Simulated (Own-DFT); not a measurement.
## Calculated data, AlGa3N4 (wurtzite random alloy, strained, atoms displaced), Al3GaN4 (wurtzite random alloy, strained, atoms displaced)

All values are calculated (Own-DFT development build). A calculation, not a measurement: plane-wave PBE density functional theory by an unreviewed code, no spin, of a simulated periodic cell, stress positive in tension, free energy of the whole cell less one offset for each atom, forces on such cells passed a denser k mesh, this cell's mesh not checked; offsets are fitted by least squares, one for each functional and potential file, so energies compare only between cells with the same atoms and settings and are not formation energies; the far tail of each file's local potential was reset to the Coulomb form; each entry is a single point on an unrelaxed cell, so the pressure reflects the starting lattice, mostly measured values, from which strain is counted, and rises with the displacements; printed positions are rounded, which can move forces by about a meV/angstrom; the program is a retired in-house code; no spin-orbit coupling.

Settings shared by all entries: functional PBE; potential files PseudoDojo norm-conserving, scalar-relativistic, standard set; wave cutoff 42 hartree; occupations Fermi-Dirac; smearing width 0.1 eV; k mesh 4 x 4 x 3 centred on Gamma.

(1) AlGa3N4 (wurtzite random alloy, strained, atoms displaced)

```cif
# cell vector a (Å): 9.4855 0.0000 0.0000
# cell vector b (Å): -4.7427 8.2147 0.0000
# cell vector c (Å): 0.0000 0.0000 10.2685
data_AlGa3N4
_symmetry_space_group_name_H-M 'P 1'
_symmetry_Int_Tables_number 1
_cell_length_a 9.4855
_cell_length_b 9.4855
_cell_length_c 10.2685
_cell_angle_alpha 90.000
_cell_angle_beta 90.000
_cell_angle_gamma 120.000
_cell_volume 800.13
loop_
_atom_site_label
_atom_site_type_symbol
_atom_site_fract_x
_atom_site_fract_y
_atom_site_fract_z
_atom_site_occupancy
Ga1 Ga 0.10825 0.22696 0.99638 1
Ga2 Ga 0.21601 0.10506 0.25023 1
N1 N 0.10808 0.21438 0.18693 1
N2 N 0.22758 0.11420 0.44324 1
Ga3 Ga 0.10749 0.21955 0.49651 1
Ga4 Ga 0.22954 0.11860 0.74931 1
N3 N 0.11463 0.21632 0.68392 1
N4 N 0.22895 0.10911 0.93655 1
Al1 Al 0.11162 0.55724 0.00426 1
Ga5 Ga 0.21389 0.43897 0.25463 1
N5 N 0.11589 0.55083 0.18527 1
N6 N 0.21473 0.44893 0.44153 1
Ga6 Ga 0.11407 0.55146 0.49801 1
Ga7 Ga 0.23011 0.44871 0.75627 1
N7 N 0.11108 0.55578 0.68518 1
N8 N 0.22159 0.45251 0.93970 1
Ga8 Ga 0.11487 0.88624 0.99284 1
Ga9 Ga 0.22785 0.78154 0.24990 1
N9 N 0.12151 0.89969 0.18892 1
N10 N 0.22244 0.77879 0.43668 1
Al2 Al 0.11266 0.89212 0.50493 1
Ga10 Ga 0.21744 0.77315 0.74966 1
N11 N 0.11092 0.88601 0.69108 1
N12 N 0.23159 0.77662 0.94807 1
Ga11 Ga 0.44696 0.22127 0.99590 1
Ga12 Ga 0.56066 0.11419 0.25072 1
N13 N 0.44527 0.21667 0.19233 1
N14 N 0.55263 0.10857 0.44004 1
Al3 Al 0.45332 0.22786 0.49501 1
Al4 Al 0.56253 0.11678 0.75083 1
N15 N 0.44792 0.21778 0.68055 1
N16 N 0.55830 0.11646 0.93855 1
Al5 Al 0.44305 0.55830 0.99936 1
Ga13 Ga 0.55812 0.45057 0.24870 1
N17 N 0.44046 0.55070 0.18863 1
N18 N 0.55626 0.44474 0.43554 1
Ga14 Ga 0.44793 0.55518 0.50456 1
Ga15 Ga 0.55139 0.44603 0.74953 1
N19 N 0.43989 0.55206 0.68887 1
N20 N 0.53981 0.43534 0.93740 1
Ga16 Ga 0.44102 0.88444 0.99850 1
Ga17 Ga 0.54858 0.77565 0.24306 1
N21 N 0.44583 0.88911 0.18884 1
N22 N 0.55646 0.77944 0.43743 1
Ga18 Ga 0.43947 0.88748 0.50083 1
Ga19 Ga 0.56348 0.78109 0.74683 1
N23 N 0.45005 0.89648 0.68918 1
N24 N 0.54184 0.77809 0.93905 1
Ga20 Ga 0.77390 0.21485 0.00273 1
Ga21 Ga 0.88696 0.11331 0.24554 1
N25 N 0.77807 0.22651 0.18577 1
N26 N 0.88198 0.11220 0.44293 1
Ga22 Ga 0.77735 0.22507 0.50513 1
Ga23 Ga 0.88623 0.10949 0.75464 1
N27 N 0.76996 0.21849 0.67908 1
N28 N 0.89346 0.11686 0.93173 1
Ga24 Ga 0.77860 0.55604 0.99407 1
Al6 Al 0.88327 0.43826 0.24457 1
N29 N 0.77397 0.54785 0.19199 1
N30 N 0.87966 0.43160 0.44840 1
Al7 Al 0.77033 0.55520 0.49775 1
Al8 Al 0.88625 0.43790 0.74765 1
N31 N 0.78336 0.54723 0.68684 1
N32 N 0.88374 0.45057 0.93736 1
Ga25 Ga 0.77953 0.88713 0.00370 1
Al9 Al 0.89303 0.77733 0.26459 1
N33 N 0.78004 0.88712 0.18598 1
N34 N 0.89213 0.77910 0.44111 1
Ga26 Ga 0.78431 0.89707 0.48978 1
Ga27 Ga 0.88837 0.77129 0.74740 1
N35 N 0.78268 0.90075 0.68212 1
N36 N 0.88773 0.77927 0.93711 1
```

The calculation gives: free energy of cell above offsets 6.371 eV; pressure 8.11 GPa; stress xx -8.6 GPa; stress yy -7.5 GPa; stress zz -8.23 GPa; stress yz -0.07 GPa; stress xz 0.34 GPa; stress xy 1.44 GPa.

Force:
```tsv
element	x (eV/Å)	y (eV/Å)	z (eV/Å)
Ga	1.696	-0.235	0.344
Ga	1.183	1.897	0.784
N	-0.555	0.947	-0.113
N	0.092	-0.617	-0.134
Ga	0.239	0.362	0.412
Ga	0.468	-1.038	-0.344
N	-1.343	1.213	0.962
N	-1.478	0.272	0.057
Al	-0.51	-0.177	-0.76
Ga	1.245	-0.178	-0.363
N	-2.394	0.23	0.235
N	3.263	-1.639	-0.827
Ga	-2.973	1.401	0.734
Ga	-1.75	-1.1	-1.165
N	-0.26	-1.079	1.216
N	0.333	-0.035	0.861
Ga	-0.369	0.438	1.074
Ga	-0.577	-0.413	-0.132
N	-1.297	-3.515	-0.417
N	-1.327	-0.071	0.654
Al	0.684	-0.031	-0.311
Ga	1.165	0.57	0.342
N	-0.149	0.476	-0.801
N	-2.558	-1.693	-1.511
Ga	-0.402	-0.308	1.744
Ga	-0.627	-0.67	0.545
N	-0.783	1.023	-0.657
N	-0.195	0.674	-0.311
Al	-0.559	-0.925	0.218
Al	-0.82	-0.724	-0.404
N	0.353	0.735	0.366
N	0.628	-1.068	-1.204
Al	-0.113	-0.456	0.399
Ga	-0.409	-1.564	-0.295
N	-0.47	0.213	-1.115
N	0.233	0.027	1.058
Ga	-0.908	0.296	-1.331
Ga	1.393	-1.028	-0.268
N	0.909	1.184	0.064
N	0.206	2.412	0.167
Ga	0.137	2.434	1.017
Ga	1.074	-0.25	1.115
N	-0.044	0.668	-0.477
N	0.088	-0.467	-0.179
Ga	0.747	0.325	0.139
Ga	-1	0.349	0.035
N	-0.297	-0.325	0.726
N	3.439	-1.304	-0.421
Ga	-0.172	1.233	-0.975
Ga	0.11	-0.474	0.957
N	0.652	-0.102	0.444
N	1.01	0.814	-1.894
Ga	-0.576	-1.886	-1.654
Ga	0.382	1.041	-2.439
N	0.713	0.767	4.253
N	-0.594	-0.888	2.086
Ga	-1.686	0.013	1.139
Al	0.64	1.03	1.337
N	1.27	1.991	-0.132
N	-0.67	3.553	-2.824
Al	1.656	-0.401	0.451
Al	0.622	0.122	-0.077
N	-1.536	0.513	-0.594
N	2.749	-0.961	-0.746
Ga	-0.741	0.175	-1.042
Al	0.168	-0.001	-3.083
N	0.47	-0.455	1.544
N	0.66	-0.551	0.579
Ga	-0.964	-1.161	1.196
Ga	-0.615	0.65	-0.355
N	0.797	-2.057	0.303
N	0.243	-0.203	-0.202
```

(2) AlGa3N4 (wurtzite random alloy, strained, atoms displaced)

```cif
# cell vector a (Å): 9.4855 0.0000 0.0000
# cell vector b (Å): -4.7427 8.2147 0.0000
# cell vector c (Å): 0.0000 0.0000 10.2685
data_AlGa3N4
_symmetry_space_group_name_H-M 'P 1'
_symmetry_Int_Tables_number 1
_cell_length_a 9.4855
_cell_length_b 9.4855
_cell_length_c 10.2685
_cell_angle_alpha 90.000
_cell_angle_beta 90.000
_cell_angle_gamma 120.000
_cell_volume 800.13
loop_
_atom_site_label
_atom_site_type_symbol
_atom_site_fract_x
_atom_site_fract_y
_atom_site_fract_z
_atom_site_occupancy
Al1 Al 0.11838 0.22568 0.99322 1
Ga1 Ga 0.22930 0.12015 0.24134 1
N1 N 0.11315 0.21913 0.19167 1
N2 N 0.21869 0.12052 0.44148 1
Al2 Al 0.11865 0.23127 0.50540 1
Ga2 Ga 0.22520 0.11356 0.74095 1
N3 N 0.11130 0.21891 0.68368 1
N4 N 0.22069 0.11244 0.93627 1
Ga3 Ga 0.10280 0.54558 0.00771 1
Ga4 Ga 0.21141 0.44569 0.24500 1
N5 N 0.10551 0.54633 0.19120 1
N6 N 0.21286 0.44962 0.44061 1
Ga5 Ga 0.10881 0.54196 0.50128 1
Ga6 Ga 0.21676 0.44660 0.75103 1
N7 N 0.10153 0.56465 0.68714 1
N8 N 0.22911 0.44213 0.94135 1
Ga7 Ga 0.11601 0.88734 0.00749 1
Ga8 Ga 0.22986 0.77197 0.24749 1
N9 N 0.10990 0.89274 0.19456 1
N10 N 0.22431 0.77783 0.43611 1
Ga9 Ga 0.10763 0.88987 0.49826 1
Ga10 Ga 0.21859 0.76566 0.75370 1
N11 N 0.10523 0.88204 0.70241 1
N12 N 0.22979 0.78261 0.93848 1
Ga11 Ga 0.45176 0.23011 0.00771 1
Ga12 Ga 0.57018 0.11914 0.25664 1
N13 N 0.43519 0.21502 0.19334 1
N14 N 0.56370 0.11595 0.44307 1
Al3 Al 0.45349 0.22243 0.49256 1
Ga13 Ga 0.55756 0.11655 0.73971 1
N15 N 0.44402 0.22903 0.68743 1
N16 N 0.55089 0.11108 0.93798 1
Ga14 Ga 0.44904 0.55817 0.99375 1
Ga15 Ga 0.55940 0.44583 0.24536 1
N17 N 0.44647 0.55180 0.18779 1
N18 N 0.55727 0.44435 0.43508 1
Al4 Al 0.44800 0.56028 0.50299 1
Al5 Al 0.55641 0.44562 0.75406 1
N19 N 0.44440 0.54706 0.68517 1
N20 N 0.55759 0.44829 0.95371 1
Al6 Al 0.44970 0.90000 0.99803 1
Al7 Al 0.55171 0.76934 0.25705 1
N21 N 0.42768 0.87487 0.18004 1
N22 N 0.54718 0.77630 0.43992 1
Ga16 Ga 0.45108 0.90348 0.50056 1
Ga17 Ga 0.55499 0.78554 0.75045 1
N23 N 0.43449 0.87274 0.69318 1
N24 N 0.55554 0.77674 0.94630 1
Ga18 Ga 0.77307 0.22271 0.00379 1
Ga19 Ga 0.88471 0.11320 0.24614 1
N25 N 0.78097 0.23105 0.17957 1
N26 N 0.89289 0.11594 0.44577 1
Ga20 Ga 0.77446 0.23141 0.50006 1
Ga21 Ga 0.89223 0.11677 0.74086 1
N27 N 0.77740 0.22854 0.68294 1
N28 N 0.88871 0.11085 0.94755 1
Al8 Al 0.77484 0.55163 0.99871 1
Ga22 Ga 0.88541 0.43904 0.24636 1
N29 N 0.78061 0.55784 0.18206 1
N30 N 0.88333 0.43866 0.44151 1
Ga23 Ga 0.76311 0.54987 0.50338 1
Ga24 Ga 0.88121 0.44711 0.75417 1
N31 N 0.77523 0.56561 0.68419 1
N32 N 0.88145 0.43644 0.93068 1
Ga25 Ga 0.77422 0.88759 0.00306 1
Ga26 Ga 0.89780 0.78927 0.25294 1
N33 N 0.78152 0.89174 0.18476 1
N34 N 0.88486 0.77730 0.43726 1
Ga27 Ga 0.78557 0.88948 0.50265 1
Al9 Al 0.89642 0.77708 0.74861 1
N35 N 0.77713 0.89986 0.69259 1
N36 N 0.88890 0.77840 0.94128 1
```

It finds free energy of cell above offsets 8.662 eV; pressure 8.91 GPa; stress xx -10.04 GPa; stress yy -8.57 GPa; stress zz -8.13 GPa; stress yz 0.35 GPa; stress xz 0.75 GPa; stress xy -0.68 GPa.

Force:
```tsv
element	x (eV/Å)	y (eV/Å)	z (eV/Å)
Al	-0.721	-1.3	1.085
Ga	-1.924	-2.038	2.412
N	-1.565	1.125	-1.857
N	1.963	-0.038	0.151
Al	-0.859	-0.372	-1.727
Ga	-0.127	-1.078	1.61
N	-0.476	1.343	0.384
N	0.51	0.506	0.422
Ga	0.557	1.141	-1.89
Ga	3.474	-1.481	1.308
N	-1.623	1.287	-0.7
N	4.718	-1.894	-0.755
Ga	-3.414	3.082	0.677
Ga	0.385	-0.033	-0.319
N	1.059	-3.071	-0.022
N	-1.601	-0.171	-0.47
Ga	-0.898	0.391	-1.133
Ga	-3.172	-0.029	1.365
N	1.726	-0.238	-0.365
N	-0.324	0.115	0.631
Ga	0.868	0.032	0.445
Ga	-0.971	2.333	0.604
N	0.87	0.983	-2.149
N	0.309	-1.123	1.213
Ga	-1.042	-1.62	-1.07
Ga	-1.753	-1.646	-1.416
N	3.72	1.601	-0.196
N	-1.679	0.265	-0.886
Al	-2.694	0.559	0.738
Ga	-0.466	-1.113	1.599
N	1.332	0.529	-1.267
N	0.451	0.24	-0.348
Ga	-0.799	0.426	1.678
Ga	-0.124	0.026	0.185
N	-1.17	0.929	0.525
N	-1.895	-0.89	0.308
Al	-0.713	-0.719	-0.825
Al	-0.241	0.203	0.084
N	-0.255	0.643	0.649
N	1.379	-0.218	-3.002
Al	0.054	-1.764	-0.031
Al	-0.017	0.552	-1.574
N	4.135	2.437	0.231
N	1.123	-0.094	-0.189
Ga	-0.405	-3.071	0.55
Ga	1.839	-1.483	0.9
N	-0.761	2.815	-1.37
N	-1.364	1.236	-1.305
Ga	0.601	-1.001	-2.854
Ga	1.419	-0.258	0.989
N	-0.097	-1.448	2.256
N	-0.077	0.374	-0.783
Ga	2.783	-1.157	0.384
Ga	-0.492	0.263	1.852
N	0.122	-0.021	1.076
N	0.458	1.24	-1.253
Al	0.609	1.58	0.081
Ga	-0.929	1.914	1.583
N	0.431	-0.012	0.244
N	-0.478	2.111	-1.295
Ga	2.112	1.104	-1.053
Ga	0.194	0.161	-2.064
N	-0.471	-0.823	2.037
N	-0.429	1.295	2.558
Ga	0.994	0.167	-0.989
Ga	-0.831	-1.276	-0.711
N	-1.717	-0.692	2.14
N	0.592	-0.767	0.56
Ga	-1.769	0.785	0.047
Al	-2.329	0.586	1.566
N	1.475	-2.046	-0.339
N	0.409	-1.391	-0.92
```

(3) Al3GaN4 (wurtzite random alloy, strained, atoms displaced)

```cif
# cell vector a (Å): 9.5816 0.0000 0.0000
# cell vector b (Å): -4.7908 8.2979 0.0000
# cell vector c (Å): 0.0000 0.0000 10.0655
data_Al3GaN4
_symmetry_space_group_name_H-M 'P 1'
_symmetry_Int_Tables_number 1
_cell_length_a 9.5816
_cell_length_b 9.5816
_cell_length_c 10.0655
_cell_angle_alpha 90.000
_cell_angle_beta 90.000
_cell_angle_gamma 120.000
_cell_volume 800.28
loop_
_atom_site_label
_atom_site_type_symbol
_atom_site_fract_x
_atom_site_fract_y
_atom_site_fract_z
_atom_site_occupancy
Al1 Al 0.10052 0.21575 0.00531 1
Al2 Al 0.22518 0.11440 0.25542 1
N1 N 0.11363 0.22609 0.19464 1
N2 N 0.21401 0.10691 0.44311 1
Al3 Al 0.12374 0.22967 0.50765 1
Al4 Al 0.22458 0.10846 0.75380 1
N3 N 0.11020 0.21968 0.69525 1
N4 N 0.22700 0.10669 0.93931 1
Ga1 Ga 0.11004 0.55475 0.99855 1
Al5 Al 0.21929 0.44396 0.25367 1
N5 N 0.11960 0.56207 0.19160 1
N6 N 0.21835 0.44108 0.44198 1
Al6 Al 0.11625 0.55339 0.49697 1
Al7 Al 0.20914 0.43986 0.74592 1
N7 N 0.11479 0.55938 0.69008 1
N8 N 0.22464 0.44052 0.94046 1
Al8 Al 0.11705 0.89206 0.99687 1
Ga2 Ga 0.22544 0.77346 0.25073 1
N9 N 0.11399 0.88122 0.19053 1
N10 N 0.22385 0.77355 0.44217 1
Ga3 Ga 0.11235 0.88966 0.50880 1
Al9 Al 0.21495 0.77103 0.75232 1
N11 N 0.10183 0.88631 0.68996 1
N12 N 0.21533 0.77060 0.94745 1
Al10 Al 0.43978 0.21267 0.00108 1
Al11 Al 0.54921 0.11643 0.24410 1
N13 N 0.44397 0.22636 0.18478 1
N14 N 0.54719 0.12280 0.43332 1
Al12 Al 0.44803 0.22718 0.51187 1
Al13 Al 0.56220 0.11109 0.74799 1
N15 N 0.43426 0.21749 0.69717 1
N16 N 0.55968 0.10947 0.93853 1
Al14 Al 0.44178 0.55007 0.00194 1
Al15 Al 0.55232 0.44068 0.24946 1
N17 N 0.44559 0.55955 0.18807 1
N18 N 0.55835 0.45419 0.44043 1
Al16 Al 0.43839 0.55201 0.50103 1
Ga4 Ga 0.54662 0.44827 0.74991 1
N19 N 0.44832 0.55572 0.69604 1
N20 N 0.54419 0.43251 0.93970 1
Al17 Al 0.43770 0.88183 0.00262 1
Al18 Al 0.56389 0.78539 0.25116 1
N21 N 0.45927 0.89057 0.19274 1
N22 N 0.55275 0.77333 0.44446 1
Al19 Al 0.44500 0.89656 0.49941 1
Ga5 Ga 0.54580 0.76874 0.75378 1
N23 N 0.44107 0.88110 0.69284 1
N24 N 0.55421 0.78872 0.93586 1
Al20 Al 0.78301 0.22902 0.00544 1
Al21 Al 0.88263 0.11770 0.24974 1
N25 N 0.77848 0.22034 0.19265 1
N26 N 0.88648 0.11487 0.43741 1
Ga6 Ga 0.77504 0.22327 0.48970 1
Al22 Al 0.88758 0.10341 0.75318 1
N27 N 0.78217 0.22940 0.68237 1
N28 N 0.88843 0.10609 0.94485 1
Al23 Al 0.78013 0.56664 0.99893 1
Ga7 Ga 0.90601 0.46303 0.25002 1
N29 N 0.78319 0.55503 0.18528 1
N30 N 0.89162 0.43963 0.43528 1
Al24 Al 0.77539 0.55797 0.50193 1
Al25 Al 0.88320 0.43917 0.75118 1
N31 N 0.77829 0.55004 0.69062 1
N32 N 0.88987 0.45052 0.93602 1
Ga8 Ga 0.77305 0.88896 0.00269 1
Ga9 Ga 0.88627 0.77163 0.25015 1
N33 N 0.78369 0.89515 0.18896 1
N34 N 0.89834 0.77993 0.44625 1
Al26 Al 0.76701 0.87846 0.49549 1
Al27 Al 0.89055 0.78426 0.75089 1
N35 N 0.77622 0.88340 0.69024 1
N36 N 0.89498 0.77963 0.93501 1
```

It finds free energy of cell above offsets -18.147 eV; pressure -1.61 GPa; stress xx 4.55 GPa; stress yy 4.28 GPa; stress zz -3.98 GPa; stress yz 0.04 GPa; stress xz -0.6 GPa; stress xy 0.91 GPa.

Force:
```tsv
element	x (eV/Å)	y (eV/Å)	z (eV/Å)
Al	1.699	0.798	-0.416
Al	-0.526	-0.908	-0.642
N	-0.275	-0.421	-0.134
N	1.179	1.847	0.094
Al	-1.752	-1.764	-0.855
Al	-1.088	-0.291	-0.156
N	0.07	-0.014	-0.054
N	-1.197	0.007	0.674
Ga	0.492	-0.946	-0.001
Al	0.816	0.151	-0.923
N	1.169	-1.524	-0.15
N	0.897	0.358	0.262
Al	-1.403	0.301	0.677
Al	1.454	0.254	1.23
N	-0.625	-0.892	-0.27
N	-0.538	-0.524	-0.311
Al	-0.59	-0.719	0.849
Ga	0.279	1.69	0.23
N	-0.605	1.881	-0.532
N	0.456	0.16	0.776
Ga	0.579	-0.227	-1.873
Al	0.226	0.868	-0.067
N	1.541	0.416	2.664
N	0.584	1.928	-1.429
Al	0.513	0.872	-1.282
Al	1.284	-0.334	0.141
N	-0.231	-0.512	1.076
N	0.393	-1.427	0.595
Al	-0.985	0.054	-1.269
Al	-0.501	-0.187	0.339
N	1.572	-0.207	-0.846
N	-0.335	-0.013	0.707
Al	-0.12	0.318	-0.628
Al	0.125	1.001	-0.382
N	0.232	-0.157	1.075
N	-0.118	-1.132	0.138
Al	0.449	0.807	0.146
Ga	2.736	-1.262	0.715
N	-3.29	-0.763	-2.251
N	0.679	1.439	1.513
Al	0.33	1.055	-0.291
Al	0.297	-1.105	0.136
N	-1.444	0.852	-0.419
N	-0.72	0.303	-0.672
Al	0.226	-0.609	-0.009
Ga	0.857	1.312	-1.1
N	-1.53	1.566	-0.828
N	0.219	-2.049	2.291
Al	-0.502	-0.532	-0.823
Al	1.969	-0.697	0.569
N	-1.342	0.82	-0.685
N	1.334	-1.305	0.345
Ga	0.102	-0.375	0.396
Al	-0.584	0.335	-0.857
N	0.089	-1.415	1.755
N	-0.617	1.693	-0.793
Al	0.079	-1.462	-0.932
Ga	-0.858	-1.932	-0.281
N	-1.774	-0.488	0.036
N	-0.499	2.396	1.361
Al	1.138	-0.124	0.006
Al	0.203	0.801	-0.814
N	-0.358	0.887	-0.054
N	-0.541	-1.073	0.885
Ga	0.445	-0.64	-0.859
Ga	0.506	1.246	0.314
N	-0.549	-0.233	1.622
N	-2.249	-1.155	-0.46
Al	1.301	1.645	0.812
Al	-0.329	-1.497	-0.67
N	-0.151	0.721	-0.319
N	-0.292	0.13	0.909
```
